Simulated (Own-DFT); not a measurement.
## Calculated data, Al$_{32}$O$_{47}$ (corundum with one vacancy, atoms displaced), Al$_{16}$O$_{23}$ (corundum with two vacancies, atoms displaced)

Computed with Own-DFT development build. A calculation, not a measurement: plane-wave PBE density functional theory by an unreviewed code, no spin, of a simulated periodic cell, stress positive in tension, free energy of the whole cell less one offset for each atom, defect cell not probed for a lower state with spin; oxygen file: force components 24 meV/angstrom off all-electron in one glass; forces on such cells passed a denser k mesh, this cell's mesh not checked; offsets are fitted by least squares, one for each functional and potential file, so energies compare only between cells with the same atoms and settings and are not formation energies; the far tail of each file's local potential was reset to the Coulomb form; each entry is a single point on an unrelaxed cell, so the pressure reflects the starting lattice, mostly measured values, from which strain is counted, and rises with the displacements; printed positions are rounded, which can move forces by about a meV/angstrom; the program is a retired in-house code; no spin-orbit coupling; before rounding, a Quantum ESPRESSO 7.3.1 run of the same cell and cutoff gave forces within 1 meV/angstrom rms on each cell, which checks the program and not the settings.

Common to all runs: functional PBE; potential files PseudoDojo norm-conserving, scalar-relativistic, standard set; wave cutoff 72 hartree; occupations Fermi-Dirac; smearing width 0.1 eV; k mesh 3 x 3 x 3 centred on Gamma.

(1) Al$_{32}$O$_{47}$ (corundum with one vacancy, atoms displaced)

```cif
# cell vector a (Å): 5.4940 0.0000 8.6604
# cell vector b (Å): -2.7470 4.7579 8.6604
# cell vector c (Å): -2.7470 -4.7579 8.6604
data_Al32O47
_symmetry_space_group_name_H-M 'P 1'
_symmetry_Int_Tables_number 1
_cell_length_a 10.2561
_cell_length_b 10.2560
_cell_length_c 10.2560
_cell_angle_alpha 55.280
_cell_angle_beta 55.280
_cell_angle_gamma 55.280
_cell_volume 679.15
loop_
_atom_site_label
_atom_site_type_symbol
_atom_site_fract_x
_atom_site_fract_y
_atom_site_fract_z
_atom_site_occupancy
Al1 Al 0.17434 0.17994 0.17395 1
Al2 Al 0.32511 0.32654 0.32095 1
Al3 Al 0.42809 0.42714 0.42838 1
Al4 Al 0.07050 0.07412 0.07729 1
O1 O 0.27889 0.47487 0.11988 1
O2 O 0.47823 0.12250 0.27386 1
O3 O 0.12410 0.27506 0.47361 1
O4 O 0.21931 0.01726 0.38353 1
O5 O 0.03517 0.36861 0.22531 1
O6 O 0.37583 0.21989 0.02763 1
Al5 Al 0.18129 0.17431 0.67848 1
Al6 Al 0.32698 0.31714 0.82572 1
Al7 Al 0.42809 0.42251 0.92537 1
Al8 Al 0.07563 0.07225 0.57472 1
O7 O 0.28357 0.46655 0.62211 1
O8 O 0.47326 0.12039 0.78045 1
O9 O 0.11968 0.27848 0.98106 1
O10 O 0.22131 0.02494 0.87683 1
O11 O 0.02986 0.37718 0.72088 1
O12 O 0.37526 0.21459 0.53091 1
Al9 Al 0.17365 0.67466 0.17873 1
Al10 Al 0.32331 0.82022 0.32618 1
Al11 Al 0.42989 0.93103 0.41889 1
Al12 Al 0.07362 0.57017 0.07657 1
O13 O 0.27406 0.97117 0.12930 1
O14 O 0.47493 0.62108 0.28014 1
O15 O 0.12391 0.77589 0.47357 1
O16 O 0.22461 0.53131 0.37397 1
O17 O 0.02901 0.87521 0.22023 1
O18 O 0.37416 0.72319 0.03041 1
Al13 Al 0.17733 0.67588 0.67515 1
Al14 Al 0.31827 0.81919 0.83138 1
Al15 Al 0.42733 0.92042 0.93232 1
Al16 Al 0.07832 0.57076 0.56883 1
O19 O 0.27926 0.97445 0.62127 1
O20 O 0.46310 0.62616 0.77946 1
O21 O 0.11986 0.78289 0.97005 1
O22 O 0.22620 0.52698 0.87846 1
O23 O 0.03377 0.87293 0.72814 1
O24 O 0.37127 0.72634 0.52691 1
Al17 Al 0.68074 0.17620 0.17658 1
Al18 Al 0.82408 0.32071 0.32384 1
Al19 Al 0.92916 0.42296 0.42769 1
Al20 Al 0.57226 0.07432 0.07791 1
O25 O 0.77793 0.47298 0.12839 1
O26 O 0.97360 0.12255 0.27834 1
O27 O 0.72590 0.02298 0.37691 1
O28 O 0.52881 0.37565 0.21957 1
O29 O 0.87971 0.22262 0.02388 1
Al21 Al 0.67159 0.17639 0.67819 1
Al22 Al 0.82524 0.32539 0.82779 1
Al23 Al 0.93048 0.42866 0.92724 1
Al24 Al 0.57798 0.06946 0.57861 1
O30 O 0.77635 0.47577 0.62600 1
O31 O 0.97313 0.12902 0.77073 1
O32 O 0.62760 0.27535 0.97129 1
O33 O 0.72183 0.03165 0.87656 1
O34 O 0.52766 0.37396 0.72086 1
O35 O 0.87416 0.21968 0.52927 1
Al25 Al 0.67353 0.67742 0.17602 1
Al26 Al 0.82485 0.82129 0.32504 1
Al27 Al 0.92712 0.92494 0.42316 1
Al28 Al 0.56884 0.57205 0.08291 1
O36 O 0.78062 0.97610 0.12259 1
O37 O 0.97685 0.62344 0.27478 1
O38 O 0.62884 0.77812 0.46874 1
O39 O 0.72665 0.52899 0.37819 1
O40 O 0.52693 0.87290 0.22513 1
O41 O 0.87931 0.72301 0.02855 1
Al29 Al 0.67566 0.67608 0.67429 1
Al30 Al 0.82360 0.81967 0.82684 1
Al31 Al 0.93395 0.91990 0.92451 1
Al32 Al 0.57349 0.56705 0.57575 1
O42 O 0.77330 0.97459 0.62679 1
O43 O 0.97412 0.62196 0.77728 1
O44 O 0.62247 0.77653 0.97817 1
O45 O 0.72119 0.52929 0.87480 1
O46 O 0.52847 0.87135 0.72738 1
O47 O 0.87413 0.72278 0.52686 1
```

* free energy of cell above offsets: -56.952 eV
* pressure: 7 GPa
* stress xx: -7.14 GPa
* stress yy: -7.85 GPa
* stress zz: -6.02 GPa
* stress yz: -0.5 GPa
* stress xz: 0.05 GPa
* stress xy: -0.57 GPa

Force:
```
element  x (eV/Å)  y (eV/Å)  z (eV/Å)
     Al     0.527    -1.584     0.185
     Al    -0.009    -0.692    -0.327
     Al     1.462     -1.08    -0.424
     Al     0.828     0.088    -0.125
      O    -0.072    -0.786     0.662
      O    -0.997     0.433     0.453
      O     0.626     0.995     0.686
      O     0.076     1.744     0.032
      O    -0.781     0.471    -0.176
      O    -0.013    -0.131      0.01
     Al    -0.546    -0.185    -1.367
     Al    -0.592     0.491     0.215
     Al    -0.105     0.212     0.421
     Al    -0.088    -0.112     0.366
      O     -1.07    -0.548     0.758
      O    -0.421     0.131     0.187
      O     1.024     0.724         0
      O    -0.345    -0.132     0.668
      O     0.272    -0.305      0.01
      O     0.643     1.005     0.761
     Al     0.216     0.601    -0.025
     Al    -0.529     0.267     0.672
     Al    -0.592     -1.64    -0.168
     Al     0.275     0.273     0.368
      O     0.546       0.2    -0.014
      O    -0.396     0.331     0.177
      O    -0.006    -0.159    -0.132
      O     0.629    -0.056    -0.725
      O    -0.044    -0.329    -0.017
      O    -0.208    -0.597    -0.313
     Al    -0.162    -0.237     0.507
     Al     0.639      1.34     0.138
     Al    -0.413     0.509    -0.752
     Al    -1.065    -0.126     0.435
      O     0.304    -0.625     0.381
      O     0.813     0.051     0.396
      O     1.082     -1.32     1.078
      O    -0.048     0.407    -1.503
      O     0.095     0.035    -1.644
      O     0.972    -0.954    -0.119
     Al     0.236    -0.159    -0.715
     Al    -0.928    -0.888     0.518
     Al    -0.564    -0.169    -0.101
     Al     1.173     0.336     0.016
      O     0.354      0.31    -0.268
      O    -0.402     0.017    -0.127
      O    -0.613     0.635     0.281
      O    -0.151    -0.584     -0.03
      O    -0.621    -0.229     0.249
     Al     1.081    -0.104     0.633
     Al     0.413     0.376    -0.892
     Al    -0.516    -0.036    -1.176
     Al    -0.446     0.372    -0.968
      O     0.291    -0.408    -0.197
      O    -0.425    -0.703     0.594
      O    -0.449     0.375     0.249
      O     0.241    -0.261    -0.868
      O    -0.067    -0.335    -0.312
      O    -0.112     0.146    -0.145
     Al      0.46    -0.478     1.084
     Al     0.044     0.487    -0.268
     Al    -0.253    -0.432     0.271
     Al      1.05     1.011    -0.527
      O     0.307    -0.602    -0.113
      O    -0.299    -0.371     0.191
      O     -0.63    -0.143    -0.262
      O     0.246     0.587    -1.191
      O     0.231     0.484    -0.051
      O    -0.683    -0.479    -1.251
     Al    -0.402    -0.139    -0.117
     Al     -0.11     0.607     0.756
     Al    -1.932     1.353     0.052
     Al    -0.585     1.022     0.968
      O     0.869    -0.343     0.161
      O     -0.23     0.445     0.784
      O     0.513     0.077     0.232
      O    -0.305    -0.419     0.515
      O     0.136     0.173    -0.047
      O     0.553     -0.24     0.338
```

(2) Al$_{16}$O$_{23}$ (corundum with two vacancies, atoms displaced)

```cif
# cell vector a (Å): 5.4940 0.0000 8.6604
# cell vector b (Å): -2.7470 4.7579 8.6604
# cell vector c (Å): -2.7470 -4.7579 8.6604
data_Al16O23
_symmetry_space_group_name_H-M 'P 1'
_symmetry_Int_Tables_number 1
_cell_length_a 10.2561
_cell_length_b 10.2560
_cell_length_c 10.2560
_cell_angle_alpha 55.280
_cell_angle_beta 55.280
_cell_angle_gamma 55.280
_cell_volume 679.15
loop_
_atom_site_label
_atom_site_type_symbol
_atom_site_fract_x
_atom_site_fract_y
_atom_site_fract_z
_atom_site_occupancy
Al1 Al 0.17658 0.18395 0.17311 1
Al2 Al 0.32553 0.32346 0.32344 1
Al3 Al 0.42172 0.42765 0.43089 1
Al4 Al 0.07238 0.07442 0.07557 1
O1 O 0.27776 0.47572 0.12080 1
O2 O 0.47627 0.12374 0.27864 1
O3 O 0.12651 0.28085 0.47007 1
O4 O 0.02523 0.37173 0.22598 1
O5 O 0.36570 0.22372 0.03349 1
Al5 Al 0.18064 0.17730 0.67485 1
Al6 Al 0.32638 0.32669 0.81996 1
Al7 Al 0.42301 0.43364 0.92520 1
Al8 Al 0.07408 0.07149 0.57667 1
O6 O 0.27670 0.46972 0.62678 1
O7 O 0.46483 0.12869 0.78185 1
O8 O 0.12650 0.28318 0.96847 1
O9 O 0.21852 0.02700 0.87779 1
O10 O 0.03003 0.37160 0.72200 1
O11 O 0.37767 0.21646 0.52490 1
Al9 Al 0.17839 0.67100 0.18196 1
Al10 Al 0.31797 0.82982 0.32388 1
Al11 Al 0.42847 0.92659 0.42343 1
Al12 Al 0.07781 0.57377 0.07025 1
O12 O 0.47190 0.62869 0.27688 1
O13 O 0.12166 0.77421 0.47519 1
O14 O 0.21678 0.52811 0.37796 1
O15 O 0.02801 0.87556 0.22290 1
O16 O 0.38004 0.71461 0.03425 1
Al13 Al 0.17477 0.67458 0.67830 1
Al14 Al 0.32135 0.83104 0.82400 1
Al15 Al 0.42735 0.92280 0.92814 1
Al16 Al 0.07270 0.56912 0.58070 1
O17 O 0.27970 0.96812 0.62379 1
O18 O 0.47855 0.62039 0.78069 1
O19 O 0.12788 0.77507 0.96765 1
O20 O 0.21829 0.53473 0.87110 1
O21 O 0.02579 0.87388 0.71971 1
O22 O 0.37795 0.71889 0.52918 1
Al17 Al 0.68106 0.17020 0.17134 1
Al18 Al 0.82157 0.33043 0.32322 1
Al19 Al 0.93189 0.42379 0.42131 1
Al20 Al 0.57488 0.07677 0.07212 1
O23 O 0.77495 0.47153 0.12106 1
O24 O 0.96838 0.12661 0.27567 1
O25 O 0.62713 0.27240 0.47610 1
O26 O 0.72560 0.02984 0.37644 1
O27 O 0.52348 0.37596 0.22409 1
O28 O 0.87539 0.21832 0.03101 1
Al21 Al 0.67437 0.17678 0.67666 1
Al22 Al 0.82573 0.31922 0.82234 1
Al23 Al 0.92791 0.42322 0.93067 1
Al24 Al 0.57625 0.06884 0.57837 1
O29 O 0.77408 0.47447 0.62080 1
O30 O 0.97006 0.12386 0.77772 1
O31 O 0.62153 0.27754 0.96963 1
O32 O 0.71956 0.02939 0.87472 1
O33 O 0.53106 0.37013 0.72453 1
O34 O 0.87142 0.22699 0.52769 1
Al25 Al 0.66816 0.67872 0.18362 1
Al26 Al 0.82238 0.82465 0.32426 1
Al27 Al 0.92593 0.92931 0.42564 1
Al28 Al 0.58072 0.57312 0.07048 1
O35 O 0.77792 0.96709 0.12807 1
O36 O 0.96811 0.62790 0.27715 1
O37 O 0.62390 0.78102 0.47042 1
O38 O 0.72286 0.52906 0.36926 1
O39 O 0.52186 0.87592 0.22364 1
O40 O 0.87624 0.72980 0.02394 1
Al29 Al 0.67902 0.67270 0.67312 1
Al30 Al 0.82752 0.82129 0.82232 1
Al31 Al 0.92055 0.92454 0.93259 1
Al32 Al 0.57387 0.57471 0.57601 1
O41 O 0.78681 0.97628 0.61245 1
O42 O 0.96219 0.62813 0.78438 1
O43 O 0.62682 0.77319 0.97107 1
O44 O 0.72267 0.52538 0.87402 1
O45 O 0.52840 0.87648 0.72181 1
O46 O 0.87468 0.72614 0.52344 1
```

- free energy of cell above offsets: -53.871 eV
- pressure: 6.93 GPa
- stress xx: -7.28 GPa
- stress yy: -6.8 GPa
- stress zz: -6.7 GPa
- stress yz: -0.05 GPa
- stress xz: 0.21 GPa
- stress xy: 0.08 GPa

Force:
```
element  x (eV/Å)  y (eV/Å)  z (eV/Å)
     Al    -0.174    -2.488    -1.294
     Al     0.357     0.116     0.221
     Al     1.388     0.549    -0.472
     Al     0.355     -0.49     0.519
      O    -0.281    -0.844     0.096
      O    -0.032     0.126    -0.676
      O     0.001    -0.323    -0.172
      O     0.025      1.36     0.631
      O     1.513     0.927     1.122
     Al    -0.067    -0.106    -0.767
     Al    -0.288    -0.733     0.314
     Al     0.601    -0.432    -0.508
     Al     0.516     0.539    -0.614
      O    -0.364     0.102     0.161
      O     1.121    -0.269    -0.385
      O     -0.03    -0.431    -0.176
      O     0.268     0.277    -0.121
      O    -0.366    -0.067     0.159
      O    -0.236     -0.14     0.873
     Al    -0.351     1.154    -0.109
     Al     -0.31     1.051    -0.442
     Al    -0.559    -0.191    -0.345
     Al    -1.001     0.132     0.218
      O    -0.236    -0.791    -0.232
      O     0.406     -0.07     0.622
      O     0.293    -0.649     0.443
      O      0.56     0.062    -0.356
      O    -0.673     0.941    -0.681
     Al    -0.036     1.183    -0.067
     Al     0.612    -0.942    -0.589
     Al    -0.963    -0.526     0.586
     Al    -0.571     1.165    -0.361
      O    -0.409     0.077     0.541
      O    -0.777     0.867     -0.05
      O    -0.327     0.183     0.624
      O     0.739    -0.836     0.143
      O    -0.014     0.143     0.456
      O    -0.558     0.052    -0.361
     Al    -1.321    -0.276     1.425
     Al     0.249    -0.781    -1.051
     Al    -0.842    -0.139     0.178
     Al    -0.795    -0.157    -0.999
      O    -0.031     -0.79     1.269
      O     0.159     0.608     0.703
      O    -0.938     0.915    -0.103
      O    -0.078     0.455    -1.333
      O     0.601     0.137     0.001
      O     0.129     0.643    -0.438
     Al     0.661     0.095    -0.131
     Al    -0.588      0.59     0.428
     Al    -0.241     0.469    -0.888
     Al     0.213     1.156    -0.011
      O     0.754    -0.457     0.559
      O     0.208    -0.204     0.101
      O     0.495    -0.316      0.64
      O    -0.017    -0.165    -0.061
      O    -0.961     0.609     0.149
      O     0.411    -0.308     0.269
     Al     0.837     1.021    -0.586
     Al     0.238    -0.396      0.85
     Al      0.84      0.29    -0.771
     Al    -0.531    -0.636    -0.532
      O    -0.438     0.606       0.1
      O     0.624    -0.202    -0.115
      O     0.065    -0.218    -0.099
      O    -0.525    -0.491     0.649
      O     0.233     0.733     1.005
      O    -0.406    -1.352    -0.882
     Al    -0.278     0.035     0.667
     Al    -1.057     0.636     0.209
     Al     1.193     0.568    -0.166
     Al     0.472     0.005    -0.473
      O    -1.833    -1.927     0.966
      O     1.732    -0.415    -0.641
      O       0.1     0.663     0.768
      O     0.539     0.038    -0.208
      O    -0.016    -0.562    -0.289
      O     0.013    -1.154    -0.109
```

(3) Al$_{32}$O$_{47}$ (corundum with one vacancy, atoms displaced)

```cif
# cell vector a (Å): 5.4940 0.0000 8.6604
# cell vector b (Å): -2.7470 4.7579 8.6604
# cell vector c (Å): -2.7470 -4.7579 8.6604
data_Al32O47
_symmetry_space_group_name_H-M 'P 1'
_symmetry_Int_Tables_number 1
_cell_length_a 10.2561
_cell_length_b 10.2560
_cell_length_c 10.2560
_cell_angle_alpha 55.280
_cell_angle_beta 55.280
_cell_angle_gamma 55.280
_cell_volume 679.15
loop_
_atom_site_label
_atom_site_type_symbol
_atom_site_fract_x
_atom_site_fract_y
_atom_site_fract_z
_atom_site_occupancy
Al1 Al 0.17811 0.17605 0.17500 1
Al2 Al 0.32342 0.32453 0.31852 1
Al3 Al 0.42548 0.42877 0.42124 1
Al4 Al 0.07728 0.07467 0.07162 1
O1 O 0.28106 0.46822 0.12996 1
O2 O 0.47517 0.13098 0.26730 1
O3 O 0.11869 0.27190 0.48052 1
O4 O 0.21865 0.02576 0.38151 1
O5 O 0.03055 0.37199 0.21838 1
O6 O 0.37161 0.22159 0.03075 1
Al5 Al 0.17020 0.18021 0.67253 1
Al6 Al 0.32258 0.32868 0.82184 1
Al7 Al 0.42759 0.42575 0.92746 1
Al8 Al 0.06792 0.08042 0.57320 1
O7 O 0.28346 0.47076 0.61990 1
O8 O 0.46541 0.12766 0.77683 1
O9 O 0.12816 0.27710 0.96698 1
O10 O 0.21620 0.02979 0.87414 1
O11 O 0.02982 0.36738 0.73023 1
O12 O 0.37145 0.22679 0.53518 1
Al9 Al 0.18211 0.67499 0.17771 1
Al10 Al 0.31850 0.81955 0.32338 1
Al11 Al 0.42651 0.92476 0.42408 1
Al12 Al 0.08509 0.57280 0.06753 1
O13 O 0.27574 0.96465 0.12930 1
O14 O 0.46501 0.62862 0.27920 1
O15 O 0.12514 0.77587 0.47309 1
O16 O 0.22554 0.52520 0.37419 1
O17 O 0.02392 0.86772 0.22304 1
O18 O 0.36922 0.72753 0.02449 1
Al13 Al 0.17279 0.68085 0.67377 1
Al14 Al 0.32159 0.82517 0.83068 1
Al15 Al 0.42251 0.92352 0.93308 1
Al16 Al 0.07477 0.56738 0.57436 1
O19 O 0.27514 0.96946 0.62927 1
O20 O 0.47468 0.62144 0.78012 1
O21 O 0.12500 0.77790 0.97370 1
O22 O 0.21848 0.52693 0.87666 1
O23 O 0.02762 0.87314 0.72501 1
O24 O 0.38086 0.71755 0.52301 1
Al17 Al 0.68016 0.17748 0.16943 1
Al18 Al 0.82487 0.32819 0.32103 1
Al19 Al 0.92921 0.42909 0.42556 1
Al20 Al 0.57107 0.08010 0.07275 1
O25 O 0.77402 0.47246 0.12771 1
O26 O 0.61975 0.27742 0.47319 1
O27 O 0.71578 0.03540 0.37494 1
O28 O 0.52469 0.37822 0.21659 1
O29 O 0.87414 0.21982 0.02767 1
Al21 Al 0.67905 0.17816 0.67556 1
Al22 Al 0.82725 0.32403 0.82362 1
Al23 Al 0.93594 0.42092 0.92595 1
Al24 Al 0.57750 0.06989 0.57408 1
O30 O 0.78159 0.46375 0.62534 1
O31 O 0.96980 0.12569 0.77390 1
O32 O 0.61413 0.28236 0.97746 1
O33 O 0.72370 0.03695 0.86402 1
O34 O 0.52525 0.37514 0.72513 1
O35 O 0.87765 0.22547 0.53084 1
Al25 Al 0.67754 0.67575 0.17776 1
Al26 Al 0.82259 0.82747 0.32153 1
Al27 Al 0.92800 0.92453 0.42771 1
Al28 Al 0.57353 0.57301 0.07523 1
O36 O 0.78259 0.97361 0.12506 1
O37 O 0.97265 0.62601 0.27851 1
O38 O 0.62621 0.77631 0.47408 1
O39 O 0.71858 0.52622 0.37777 1
O40 O 0.53288 0.87945 0.21248 1
O41 O 0.87874 0.72044 0.02742 1
Al29 Al 0.68214 0.67647 0.67281 1
Al30 Al 0.82148 0.82157 0.82697 1
Al31 Al 0.92557 0.92598 0.92840 1
Al32 Al 0.56995 0.57697 0.56959 1
O42 O 0.77893 0.96878 0.62763 1
O43 O 0.96466 0.63335 0.77894 1
O44 O 0.62824 0.78082 0.97238 1
O45 O 0.72468 0.52954 0.87450 1
O46 O 0.52773 0.87354 0.72560 1
O47 O 0.87936 0.71871 0.52733 1
```

- free energy of cell above offsets: -56.119 eV
- pressure: 7.48 GPa
- stress xx: -7.87 GPa
- stress yy: -8.01 GPa
- stress zz: -6.57 GPa
- stress yz: 0.82 GPa
- stress xz: -0.2 GPa
- stress xy: 0.05 GPa

Force:
```
element  x (eV/Å)  y (eV/Å)  z (eV/Å)
     Al    -0.401    -0.711     -0.22
     Al     0.113    -1.673      1.08
     Al     0.352    -1.216    -0.141
     Al    -0.638     -0.82    -0.778
      O    -0.383     1.452    -1.102
      O    -0.764    -1.694    -0.182
      O     1.197     1.869     1.079
      O      0.68     0.745    -0.685
      O    -0.423     0.398     0.804
      O     0.089     0.268    -0.075
     Al     1.412     -1.12     0.507
     Al     1.108    -0.093     -0.26
     Al    -0.079     0.721    -0.463
     Al     0.863    -1.663    -0.131
      O    -1.494      0.06     0.302
      O      0.14    -0.768     0.598
      O    -0.038     -0.73     0.401
      O    -0.026    -0.327     0.499
      O    -0.259     1.252     0.139
      O     0.292     0.291    -1.611
     Al     -0.97    -0.089    -1.232
     Al    -0.119     0.049     1.613
     Al    -0.486     0.057     0.304
     Al    -1.697    -0.266     0.022
      O    -0.444      0.59     0.264
      O     1.074     0.188    -0.371
      O    -0.085    -0.054    -0.246
      O    -0.597      0.05    -0.213
      O    -0.081     0.958     1.722
      O      0.96    -0.996     1.296
     Al     0.176    -0.316      0.08
     Al     0.696     1.095    -1.105
     Al     1.046      1.61     0.078
     Al     0.002     0.066     0.808
      O     0.642     0.429    -0.033
      O    -0.395     0.376     0.076
      O     0.272    -0.281    -0.194
      O     0.629     0.443    -0.021
      O     0.098     0.523     0.078
      O    -1.037     0.493    -0.283
     Al    -1.029    -0.547     0.217
     Al     0.227    -1.289    -0.541
     Al    -0.387    -0.002    -0.755
     Al       0.8     0.163    -0.531
      O     0.474     0.241      -0.1
      O     0.993      0.43     1.122
      O     1.084    -0.383    -0.432
      O     0.123    -0.132     0.571
      O     0.385     0.214      0.74
     Al     -0.36     0.691    -1.051
     Al    -0.692    -0.073    -0.743
     Al    -1.833     0.703    -0.353
     Al    -1.438      0.17     0.492
      O    -0.703     0.423      0.91
      O    -0.669    -0.557     0.826
      O     2.067     0.236     0.791
      O    -0.539    -1.991     0.989
      O     0.121      0.28    -0.012
      O    -0.739     0.703    -1.715
     Al     0.092     0.558    -0.013
     Al      0.25    -0.472     0.134
     Al    -0.294     1.015     0.001
     Al      0.44     0.485    -0.012
      O    -0.308     0.607    -0.917
      O     0.307    -0.432    -0.466
      O     0.018      0.45    -0.205
      O      0.46     0.462     0.025
      O    -0.643    -0.756     0.082
      O    -0.421    -0.217     0.099
     Al    -0.864     -0.59    -0.617
     Al    -0.068     0.901     1.093
     Al     0.416     0.262    -0.454
     Al     0.398    -1.382     1.083
      O     0.014     0.538      -0.2
      O     1.825    -1.157    -0.962
      O    -1.084    -0.675     -1.06
      O     0.109    -0.102    -0.239
      O     0.339    -0.026    -0.108
      O    -0.298     0.084    -0.094
```
